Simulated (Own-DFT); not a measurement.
Al₃GaN₄ (wurtzite random alloy, strained, atoms displaced) (calculated)

A calculation, not a measurement: plane-wave PBE density functional theory by an unreviewed code, no spin, of a simulated periodic cell, stress positive in tension, free energy of the whole cell less one offset for each atom, forces on such cells passed a denser k mesh, this cell's mesh not checked; offsets are fitted by least squares, one for each functional and potential file, so energies compare only between cells with the same atoms and settings and are not formation energies; the far tail of each file's local potential was reset to the Coulomb form; each entry is a single point on an unrelaxed cell, so the pressure reflects the starting lattice, mostly measured values, from which strain is counted, and rises with the displacements; printed positions are rounded, which can move forces by about a meV/angstrom; the program is a retired in-house code; no spin-orbit coupling. Program: Own-DFT development build.

```xyz
72
Lattice="9.6286 0.0000 0.0000 -4.8143 8.3386 0.0000 0.0000 0.0000 10.0655" Properties=species:S:1:pos:R:3:force_x:R:1:force_y:R:1:force_z:R:1 formula=Al3GaN4 functional=PBE potential_files=PseudoDojo_norm-conserving,scalar-relativistic,standard_set wave_cutoff=42 occupations=Fermi-Dirac smearing_width=0.1 k_mesh=4_x_4_x_3_centred_on_Gamma free_energy_of_cell_above_offsets=-15.695 pressure=-2.47 stress_xx=5.91 stress_yy=5.49 stress_zz=-4 stress_yz=-0.07 stress_xz=-0.65 stress_xy=-0.38
Ga    -0.0669     1.8474    10.0320      1.595      0.884      1.302
Al     1.6719     0.8886     2.4929     -1.487      0.359     -0.904
N      0.0178     1.8895     1.8737      0.078     -0.826      1.248
N      1.4863     0.9305     4.3011      2.353     -0.385      2.209
Ga     0.0011     1.9057     5.0977      0.079     -1.159     -4.322
Ga     1.6274     0.9291     7.5793      0.218     -0.555         -1
N      0.0031     1.7819     6.8410      0.808      1.019      4.597
N      1.5866     0.9636     9.5032      1.164      0.149     -0.404
Al    -1.6382     4.6495    10.0600      0.954      0.597      -0.64
Al    -0.0880     3.6134     2.4950      1.816      0.933      0.231
N     -1.5650     4.6028     1.8728     -0.092     -0.512       0.06
N      0.0848     3.6887     4.4524     -1.554      1.168     -1.124
Al    -1.4934     4.6339     5.0245     -1.329     -0.153     -0.494
Al     0.0420     3.6136     7.5687     -0.153      0.775     -0.296
N     -1.5445     4.5613     6.9211     -0.092      0.555       0.39
N     -0.0469     3.6835     9.4606     -0.338      1.008     -0.584
Al    -3.1699     7.5134     9.9568     -0.677     -2.267      0.959
Ga    -1.6224     6.4069     2.4705      -0.82       1.34     -0.262
N     -3.2832     7.4393     1.8223       0.71     -0.385      0.543
N     -1.5506     6.5222     4.3749     -1.442     -1.174      1.701
Al    -3.2061     7.4822     5.0119      0.532     -0.187     -0.271
Al    -1.6384     6.4254     7.5041      1.745     -0.065      0.241
N     -3.1009     7.3420     6.9389     -2.098      0.509     -0.408
N     -1.4757     6.5360     9.3687     -1.378     -0.608      1.189
Al     3.2322     1.7930    10.0430      -0.31      1.698      0.452
Al     4.8027     0.9190     2.4905      0.596     -0.016      0.535
N      3.2204     1.8823     1.9782      0.474      -1.61     -1.964
N      4.8361     0.8962     4.3842     -0.728     -0.478      0.748
Al     3.2837     1.8548     5.0372     -0.786     -0.274     -1.395
Al     4.7662     0.9335     7.5760       0.81     -0.054     -1.812
N      3.2100     1.8968     6.9007      0.647     -0.982      0.879
N      4.8542     0.8797     9.4148     -0.297      1.312      1.265
Ga     1.5906     4.6756    10.0452     -0.034      -1.09      0.023
Ga     3.1456     3.6961     2.5132      1.263      0.149      0.482
N      1.6715     4.6640     1.9211     -2.278     -0.149      0.242
N      3.2278     3.6669     4.4465     -0.206      1.116      0.899
Al     1.5685     4.6489     5.0152      1.288     -1.015       0.63
Al     3.2510     3.6651     7.5436      -0.73      0.705     -0.598
N      1.6072     4.5008     6.9739     -0.044      1.689     -0.556
N      3.1792     3.7869     9.3789      1.652     -1.999       1.54
Al    -0.0170     7.4702     0.0430      0.968     -1.328     -0.487
Al     1.6506     6.4171     2.5408     -0.659      1.498     -1.168
N     -0.0931     7.4102     1.9226      2.047      0.553     -0.603
N      1.4730     6.4308     4.3925      1.781      0.485      1.196
Al    -0.0610     7.3586     5.0518       0.91      1.562     -0.543
Al     1.5819     6.5258     7.5164      0.481     -1.176      0.878
N     -0.0130     7.4087     6.9684      0.113      0.032     -0.315
N      1.7974     6.4666     9.5206     -4.949      0.231     -2.491
Al     6.4148     1.9130    10.0289      0.261     -0.064      0.588
Al     7.9903     0.9976     2.4907       2.39     -1.689     -0.044
N      6.5369     1.8534     1.9338     -3.174     -0.093     -1.634
N      8.0954     0.9073     4.3547     -1.098     -0.564      1.073
Ga     6.4412     1.8939     5.0675      0.088     -2.182     -1.957
Ga     8.1034     0.9352     7.5319     -1.903     -0.279      0.841
N      6.3877     1.9236     6.8813     -0.013     -0.506      3.825
N      8.0149     1.0250     9.6004     -2.071     -2.316     -2.251
Al     4.8428     4.6083     0.0657       -1.5      1.609     -1.354
Ga     6.4108     3.6847     2.4691     -0.048      0.171      1.109
N      4.8312     4.6412     1.9022     -0.471      0.178      0.684
N      6.3523     3.6154     4.4702       1.37      3.422     -0.786
Al     4.8351     4.6456     5.0489     -0.174     -0.642     -0.941
Al     6.4764     3.7794     7.5508     -0.968     -0.841     -0.351
N      4.7879     4.5679     6.9081      0.786      0.728      0.804
N      6.3835     3.8215     9.5217      0.795     -1.632     -1.165
Al     3.1316     7.3423     0.0251      4.337      2.374      0.574
Al     4.7898     6.4462     2.5226      0.452      1.285     -0.788
N      3.2143     7.4568     1.8715     -0.511     -0.761      1.953
N      4.9049     6.5083     4.4764     -1.543     -0.818      -0.43
Al     3.1894     7.3799     4.9851      0.318      0.711     -0.004
Al     4.7305     6.3983     7.4861      1.756      0.175      1.611
N      3.2526     7.3826     7.0059     -1.295     -0.149     -1.603
N      4.8586     6.4934     9.5447     -0.386      0.005     -1.554
```

Units: wave_cutoff in hartree; smearing_width, free_energy_of_cell_above_offsets in eV; pressure, stress_xx, stress_yy, stress_zz, stress_yz, stress_xz, stress_xy in GPa; force_x, force_y, force_z in eV/Å.
